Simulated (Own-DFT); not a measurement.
# A layer strained by its substrate: wurtzite AlGaN with randomly placed atoms, 72 atoms (Al27Ga9N36)

Everything here is calculated. The program is Own-DFT (plane waves, in-house, since retired, never reviewed by a person); positions were held fixed, and spin and spin-orbit coupling were off.

All runs used: PBE; PseudoDojo norm-conserving scalar-relativistic files (stringent for Ga); cutoff 96 hartree; 4 x 4 x 3 k mesh centred on Gamma; Gaussian smearing of 0.01 eV.

Caveats: forces on such cells passed a denser k mesh, each cell not checked; stress not checked against mesh or cutoff.

Unstrained cell vectors in Å: (9.394, 0.000, 0.000); (-4.697, 8.135, 0.000); (0.000, 0.000, 10.066). The unstrained cell has measured lattice constants (interpolated for alloys), not those of this functional. That, the random moves and any unrelaxed bonds set the pressure at no strain. Each run strains x and y alike by e, as a substrate would, and holds the height along z. All atoms carry random offsets, Gaussian with a width of 0.05 Å per axis. The random placing of the alloy's atoms differs from row to row. Stress is positive in tension.

```
e (%),u (Å),(s_xx + s_yy)/2 (GPa),s_zz (GPa)
-2.75,0.051,-24.15,-11.51
-2.00,0.053,-19.63,-8.85
-1.75,0.053,-18.12,-9.88
-0.75,0.053,-11.42,-7.04
-0.25,0.047,-7.79,-5.92
0.75,0.053,-2.36,-7.45
1.00,0.049,?,?
1.25,0.049,-0.29,-3.66
1.75,0.051,3.03,-5.58
2.75,0.053,7.70,-3.75
```

## What the rows give

With e as a fraction, the in-plane stress is -6.8 + 586 e - 2047 e² GPa (errors 8 and 492, scatter 0.40), and s_zz is -6.9 + 129 e GPa (slope ± 23, scatter 1.22). At e = 0 the first slope is C11 + C12 and the second 2 C13, both with the ions held to the strained lattice and at the cell's own pressure. The term in e² is negative: the layer stiffens under compression and softens under tension. A free layer would change its height as e changes, and the in-plane slope would drop by 2 C13²/C33 to the biaxial modulus. At fixed height, a misfit of 1 % moves the in-plane stress by about 5.9 GPa and s_zz by 1.3 GPa.

## Test on the hidden row

The question: what are the two stresses at e = 1.00 %?

From the fit: -1.2 and -5.6 GPa. The calculation gave -1.06 and -4.02 GPa.
